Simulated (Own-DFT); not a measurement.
# Strain and stress in wurtzite AlN, 72 atoms (Al36N36)

These are calculations, not measurements. They come from Own-DFT, an in-house plane-wave density functional program, since retired, whose code no person has reviewed. Each row is one single-point run on a periodic cell that was not relaxed, without spin or spin-orbit coupling.

Settings of every run: PBE; PseudoDojo norm-conserving scalar-relativistic files; cutoff 42 hartree; 4 x 4 x 3 k mesh centred on Gamma; Gaussian smearing of 0.01 eV.

Known limits: k mesh not checked against a denser one; stress not checked against mesh or cutoff.

Unstrained cell vectors in Å: (9.336, 0.000, 0.000); (-4.668, 8.085, 0.000); (0.000, 0.000, 9.964). The unstrained cell has measured lattice constants (interpolated for alloys), not those of this functional. That, the random moves and any unrelaxed bonds set the pressure at no strain. Each run strains this cell uniformly, with the atoms carried along. Every atom was also moved at random, by a Gaussian of width 0.05 Å on each axis. Strain is the symmetric tensor, in per cent. Stress is positive in tension, and the pressure is minus a third of its trace.

| run | e_xx (%) | e_yy (%) | e_zz (%) | e_yz (%) | e_xz (%) | e_xy (%) | s_xx (GPa) | s_yy (GPa) | s_zz (GPa) | s_yz (GPa) | s_xz (GPa) | s_xy (GPa) | P (GPa) | E (meV/atom) |
|---|---|---|---|---|---|---|---|---|---|---|---|---|---|---|
| 1 | -1.15 | -1.08 | 1.41 | 0.40 | -1.63 | 1.62 | -9.46 | -10.51 | -2.74 | 0.40 | -4.08 | 5.05 | 7.57 | 21.2 |
| 2 | 1.49 | 0.45 | -0.74 | 1.95 | 1.61 | -0.83 | 2.89 | -4.14 | -9.16 | 5.99 | 3.94 | -2.42 | 3.47 | 18.6 |
| 3 | 0.05 | -1.75 | 1.95 | -0.84 | 1.05 | 1.03 | -5.02 | -15.36 | 2.38 | -3.52 | 2.50 | 2.52 | 6.00 | 29.5 |
| 4 | 1.21 | -0.81 | -1.07 | 0.65 | 1.58 | 1.28 | 0.58 | -13.00 | -9.94 | 2.63 | 4.29 | 3.79 | 7.46 | 33.4 |
| 5 | -0.21 | 0.71 | 1.39 | 1.72 | -0.49 | -1.36 | -6.41 | -2.57 | 2.00 | 3.85 | -0.56 | -7.24 | 2.32 | 21.3 |
| 6 | -0.62 | -0.36 | -0.44 | -0.73 | -1.65 | 0.55 | -10.13 | -7.77 | -7.67 | -2.08 | -4.13 | 0.41 | 8.52 | 17.7 |
| 7 | 1.81 | -0.97 | -1.87 | 0.39 | -1.31 | -1.14 | -2.43 | -10.48 | -12.20 | -0.43 | -4.00 | -6.19 | 8.37 | 42.8 |
| 8 | -0.86 | -0.92 | -1.30 | 1.26 | -1.07 | 0.34 | -11.77 | -11.16 | -12.88 | 2.48 | -1.79 | 0.72 | 11.94 | 21.9 |
| 9 | 0.60 | 1.76 | 0.79 | 1.63 | 0.43 | 1.27 | -3.49 | 1.68 | 1.33 | 3.21 | 1.04 | 4.25 | 0.16 | 37.3 |
| 10 | 0.40 | -1.63 | 1.38 | 1.95 | -0.01 | -1.30 | -4.26 | -12.85 | 0.25 | 4.29 | 0.47 | -6.12 | 5.62 | 16.7 |
| 11 | -1.60 | 1.48 | 0.84 | -1.58 | -1.46 | 1.89 | -11.26 | -1.32 | -1.82 | -3.70 | -3.57 | 7.13 | 4.80 | 28.8 |
| 12 | -0.59 | -0.75 | 1.78 | -1.35 | 1.00 | -1.53 | -7.83 | -9.22 | 1.70 | -2.82 | 1.96 | -3.62 | 5.11 | 17.1 |
| 13 | -1.87 | 1.77 | -1.41 | -0.19 | 0.40 | -1.94 | -14.89 | -2.18 | -12.33 | -0.38 | -0.35 | -8.24 | 9.80 | 47.6 |
| 14 | 0.72 | 0.52 | -0.56 | -0.23 | 0.94 | 1.71 | -3.14 | -2.45 | -7.05 | -0.90 | 2.31 | 5.72 | 4.21 | 18.6 |
| 15 | 0.26 | 0.31 | 0.52 | -1.61 | -0.20 | -1.13 | -3.58 | -3.70 | -1.74 | -4.17 | -0.14 | -2.83 | 3.01 | 0.0 |
| 16 | -0.09 | 0.83 | 0.46 | -1.17 | -0.90 | -1.74 | -5.97 | -2.56 | -1.97 | -3.19 | -2.74 | -6.33 | 3.50 | 15.3 |
| 17 | 1.55 | -0.25 | -0.37 | -1.17 | 1.32 | -0.86 | 1.53 | -5.85 | -6.43 | -3.40 | 3.14 | -2.73 | 3.58 | 2.7 |
| 18 | -1.12 | 0.86 | -0.89 | 0.06 | -1.68 | -1.66 | ? | ? | ? | ? | ? | ? | ? | ? |

E is the free energy for each atom above the lowest run shown.

## Worked fit

Each stress component was fitted by least squares to a constant and the strains of the runs shown, as fractions, with shears doubled. Shear strains stay in the fit of a normal stress only where such slopes are resolved. The slopes, in GPa:

```
stress  at no strain  per e_xx  per e_yy  per e_zz  scatter
  s_xx          -6.0  458 ± 36   43 ± 34   82 ± 32     1.43
  s_yy          -6.6   71 ± 34  448 ± 32   55 ± 30     1.36
  s_zz          -5.4   98 ± 24   95 ± 23  466 ± 21     0.96
```

Each shear stress against twice its own strain: yz 125 ± 7, xz 121 ± 7, xy 179 ± 10 GPa. These are stiffnesses along x, y and z of the frame in which the cell vectors are given, which need not be the crystal's axes. The atoms are held to the strained lattice; where symmetry lets them move under strain, relaxing them would lower some slopes. The table should be nearly symmetric about its diagonal, and what it lacks of that shows the noise. A ninth of its sum, 202 ± 7 GPa, estimates the bulk modulus near the mean pressure of these runs, 5.6 GPa, so it lies above the value at zero pressure.

## Withheld run

Question: what normal stresses and pressure should run 18 give?

The fit gives s_xx = -11.5, s_yy = -4.1, s_zz = -9.8 and P = 8.4 GPa. The calculation gave -8.79, -5.06, -12.33 and P = 8.73 GPa.
